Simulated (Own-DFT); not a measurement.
## Calculated data, Al₂GaN₃ (wurtzite random alloy, atoms displaced)

A calculation, not a measurement: plane-wave PBE density functional theory by an unreviewed code, no spin, of a simulated periodic cell, stress positive in tension, free energy of the whole cell less one offset for each atom, forces on such cells passed a denser k mesh, this cell's mesh not checked; offsets are fitted by least squares, one for each functional and potential file, so energies compare only between cells with the same atoms and settings and are not formation energies; the far tail of each file's local potential was reset to the Coulomb form; each entry is a single point on an unrelaxed cell, so the pressure reflects the starting lattice, mostly measured values, from which strain is counted, and rises with the displacements; printed positions are rounded, which can move forces by about a meV/angstrom; the program is a retired in-house code; no spin-orbit coupling. Program: Own-DFT development build.

```cif
# cell vector a (Å): 9.4130 0.0000 0.0000
# cell vector b (Å): -4.7065 8.1519 0.0000
# cell vector c (Å): 0.0000 0.0000 10.0993
data_Al2GaN3
_symmetry_space_group_name_H-M 'P 1'
_symmetry_Int_Tables_number 1
_cell_length_a 9.4130
_cell_length_b 9.4130
_cell_length_c 10.0993
_cell_angle_alpha 90.000
_cell_angle_beta 90.000
_cell_angle_gamma 120.000
_cell_volume 774.96
loop_
_atom_site_label
_atom_site_type_symbol
_atom_site_fract_x
_atom_site_fract_y
_atom_site_fract_z
_atom_site_occupancy
Al1 Al 0.10815 0.21009 0.99944 1
Al2 Al 0.21893 0.10432 0.25572 1
N1 N 0.11881 0.21444 0.18078 1
N2 N 0.22209 0.11958 0.42778 1
Al3 Al 0.11229 0.23079 0.49552 1
Al4 Al 0.23467 0.13382 0.76795 1
N3 N 0.10806 0.22256 0.69177 1
N4 N 0.21191 0.12035 0.94114 1
Al5 Al 0.10434 0.54995 0.99626 1
Al6 Al 0.23144 0.44446 0.25615 1
N5 N 0.10608 0.54213 0.19056 1
N6 N 0.22600 0.45012 0.43393 1
Ga1 Ga 0.10879 0.55499 0.49972 1
Al7 Al 0.23698 0.45484 0.74639 1
N7 N 0.11145 0.55183 0.69401 1
N8 N 0.21581 0.43825 0.93740 1
Ga2 Ga 0.11332 0.89283 0.00407 1
Al8 Al 0.22756 0.76894 0.24724 1
N9 N 0.12438 0.90757 0.19398 1
N10 N 0.21455 0.76534 0.43247 1
Al9 Al 0.10195 0.88325 0.50455 1
Al10 Al 0.21623 0.77534 0.74165 1
N11 N 0.11614 0.89264 0.68247 1
N12 N 0.21176 0.78026 0.94240 1
Ga3 Ga 0.44004 0.22283 0.00007 1
Al11 Al 0.56918 0.12117 0.24565 1
N13 N 0.45083 0.22982 0.18893 1
N14 N 0.55166 0.10491 0.45812 1
Ga4 Ga 0.45009 0.22370 0.51257 1
Al12 Al 0.55887 0.12191 0.74180 1
N15 N 0.42934 0.21460 0.67905 1
N16 N 0.55074 0.11785 0.94525 1
Al13 Al 0.44791 0.55602 0.98848 1
Ga5 Ga 0.55714 0.42985 0.25159 1
N17 N 0.43707 0.55381 0.20196 1
N18 N 0.54703 0.44134 0.44117 1
Al14 Al 0.44471 0.55707 0.49669 1
Ga6 Ga 0.54635 0.44138 0.74514 1
N19 N 0.43289 0.54339 0.69080 1
N20 N 0.54111 0.43656 0.95033 1
Al15 Al 0.45113 0.89637 0.01925 1
Al16 Al 0.56381 0.78288 0.24721 1
N21 N 0.43993 0.87945 0.18315 1
N22 N 0.54852 0.78589 0.44568 1
Ga7 Ga 0.45539 0.90152 0.49308 1
Al17 Al 0.56069 0.77081 0.75131 1
N23 N 0.43956 0.87481 0.68226 1
N24 N 0.56229 0.78147 0.93984 1
Ga8 Ga 0.77098 0.22277 0.98586 1
Al18 Al 0.88703 0.10708 0.25690 1
N25 N 0.79565 0.23985 0.17458 1
N26 N 0.89170 0.09723 0.44159 1
Ga9 Ga 0.77118 0.22509 0.50842 1
Al19 Al 0.88334 0.11673 0.76923 1
N27 N 0.78396 0.21662 0.68974 1
N28 N 0.88373 0.10325 0.94069 1
Al20 Al 0.79858 0.56651 0.00649 1
Ga10 Ga 0.88812 0.42180 0.24122 1
N29 N 0.78756 0.54987 0.19242 1
N30 N 0.89150 0.44734 0.44550 1
Ga11 Ga 0.78254 0.55958 0.49342 1
Al21 Al 0.88292 0.44673 0.74942 1
N31 N 0.78425 0.55405 0.69007 1
N32 N 0.90077 0.45818 0.94256 1
Al22 Al 0.76373 0.88110 0.00718 1
Al23 Al 0.87711 0.77437 0.25235 1
N33 N 0.78900 0.88424 0.18312 1
N34 N 0.87901 0.76403 0.45153 1
Al24 Al 0.78705 0.91219 0.49719 1
Ga12 Ga 0.88921 0.78392 0.74923 1
N35 N 0.77469 0.88794 0.68931 1
N36 N 0.88754 0.77231 0.94183 1
_calc_functional 'PBE'
_calc_potential_files 'PseudoDojo norm-conserving, scalar-relativistic, standard set'
_calc_wave_cutoff 42  # hartree
_calc_occupations 'Fermi-Dirac'
_calc_smearing_width 0.05  # eV
_calc_k_mesh '4 x 4 x 3 centred on Gamma'
_calc_free_energy_of_cell_above_offsets '-3.741'  # eV
_calc_pressure 10.65  # GPa
_calc_stress_xx -8.07  # GPa
_calc_stress_yy -12  # GPa
_calc_stress_zz -11.87  # GPa
_calc_stress_yz 0.21  # GPa
_calc_stress_xz 0.45  # GPa
_calc_stress_xy 1.38  # GPa
```

Force:
```csv
element,x (eV/Å),y (eV/Å),z (eV/Å)
Al,-3.593,3.184,1.237
Al,0.415,2.808,-1.478
N,-1.863,0.622,2.17
N,-0.02,-0.983,3.607
Al,1.306,-0.629,1.145
Al,-1.92,-2.401,-3.762
N,0.038,0.444,-0.067
N,3.765,-2.067,-0.448
Al,2.823,1.412,0.962
Al,-1.758,-1.435,-2.17
N,1.72,1.714,-0.854
N,0.239,-1.097,1.734
Ga,1.035,0.001,0.82
Al,-4.646,-3.025,1.701
N,-0.615,0.042,0.152
N,0.659,0.689,-0.099
Ga,-0.959,0.265,0.335
Al,-2.403,-0.401,0.22
N,0.068,-4.675,-0.084
N,-0.6,2.786,0.005
Al,1.02,0.928,-2.114
Al,0.777,0.429,1.072
N,-0.062,0.761,1.828
N,3.106,-0.68,-0.67
Ga,-1.023,-0.327,1.161
Al,-1.182,-0.475,0.137
N,0.665,-4.551,0.349
N,0.246,4.851,-4.342
Ga,-2.273,0.028,-6.167
Al,-0.109,-2.752,0.818
N,1.514,0.243,6.645
N,0.565,-2.136,-2.081
Al,-2.361,-0.235,2.369
Ga,-1.059,3.868,0.436
N,2.449,1.904,-2.026
N,0.885,0.559,0.662
Al,-0.419,0.594,-0.203
Ga,2.176,0.229,1.246
N,2.377,3.324,-1.837
N,2.438,2.274,-2.027
Al,-1.199,-0.886,-7.277
Al,-0.449,-1.844,1.033
N,1.465,1.901,5.047
N,4.416,-1.394,-2.305
Ga,-2.852,-5.204,2.193
Al,-1.614,0.958,-0.899
N,0.009,1.424,2.287
N,-1.891,-0.78,0.101
Ga,1.466,1.173,0.561
Al,1.8,0.893,-2.214
N,-0.634,-10.17,-0.134
N,-0.815,6.852,-2.82
Ga,1.906,0.498,-1.194
Al,2.526,-1.214,-3.957
N,-2.237,1.245,2.317
N,-0.053,-0.343,2.263
Al,-1.87,-1.396,-0.038
Ga,-0.368,8.267,4.278
N,-1.11,1.403,-0.141
N,-0.305,-2.269,-1.46
Ga,-1.128,-3.381,1.599
Al,2.535,-0.026,0.554
N,-1.932,-0.378,0.031
N,-2.078,-2.113,-1.946
Al,2.9,0.846,-2.083
Al,3.854,-1.002,1.047
N,-3.225,1.277,1.841
N,-0.986,5.701,-2.852
Al,-0.37,-8.438,3.496
Ga,0.997,-0.147,0.029
N,-0.65,1.232,-0.158
N,-1.53,1.224,0.418
```
